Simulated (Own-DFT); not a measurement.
# Two functionals across a range of volumes: C11b WSi2, 30 atoms (Si20W10)

The numbers are computed, not measured, by runs of the plane-wave DFT program Own-DFT (in-house, retired, unreviewed) at fixed positions, with no spin and no spin-orbit coupling.

Keep in mind: forces on such cells failed a check on a denser k mesh; stress not checked against mesh or cutoff.

Each geometry was run with PBE and with PBEsol, otherwise alike: PseudoDojo norm-conserving scalar-relativistic files made for PBE; cutoff 50 hartree; 5 x 5 x 5 k mesh centred on Gamma; cold (Marzari-Vanderbilt) smearing of 0.2 eV. Unstrained cell vectors in Å: (-2.148, -5.953, 3.409); (-6.444, 2.976, 1.136); (-2.553, -2.948, -6.757). Each has a uniform strain, of which the change of volume is shown, and random moves of rms u per axis.

```
run  volume change (%)   u (Å)  P with PBE (GPa)  P with PBEsol (GPa)
  1              -1.99  0.0482             10.82                 6.62
  2               1.54  0.0480              2.42                -1.59
  3              -3.06  0.0436             14.04                 9.80
  4               3.15  0.0484             -1.24                -5.18
  5              -2.36  0.0507             12.15                 7.93
  6               0.55  0.0498              5.26                 1.19
  7              -0.33  0.0549              8.31                 4.18
  8               0.17  0.0492              6.06                 1.98
  9              -1.65  0.0504              9.93                 5.75
 10               3.17  0.0501             -0.63                -4.56
 11              -1.19  0.0543             10.44                    ?
```

Asked: by how much does PBEsol shrink this cell, and what belongs in the blank?

## Worked answer

Write v for the change of volume as a fraction. Fitted to v and u², the PBE pressure has a slope of -239 ± 7 GPa in v, with the ions held to the strained lattice. The difference PBEsol less PBE is -4.10 + 5.1 v GPa (slope ± 0.1) and averages -4.10 GPa. Divided by the mean slope of the two, 236 GPa, that makes PBEsol's volume at a given pressure, near 5 GPa, about 1.7 % smaller, or 0.58 % in lengths. At one volume PBEsol's slope is the smaller by 5 GPa, but its pressure there is lower too. If stiffness rises by about 4 GPa for each GPa, PBEsol at equal pressure is stiffer by about 11 GPa. Files made for PBEsol would give a different shift.

For run 11 the line gives 6.29 GPa. Computed: 6.29 GPa.
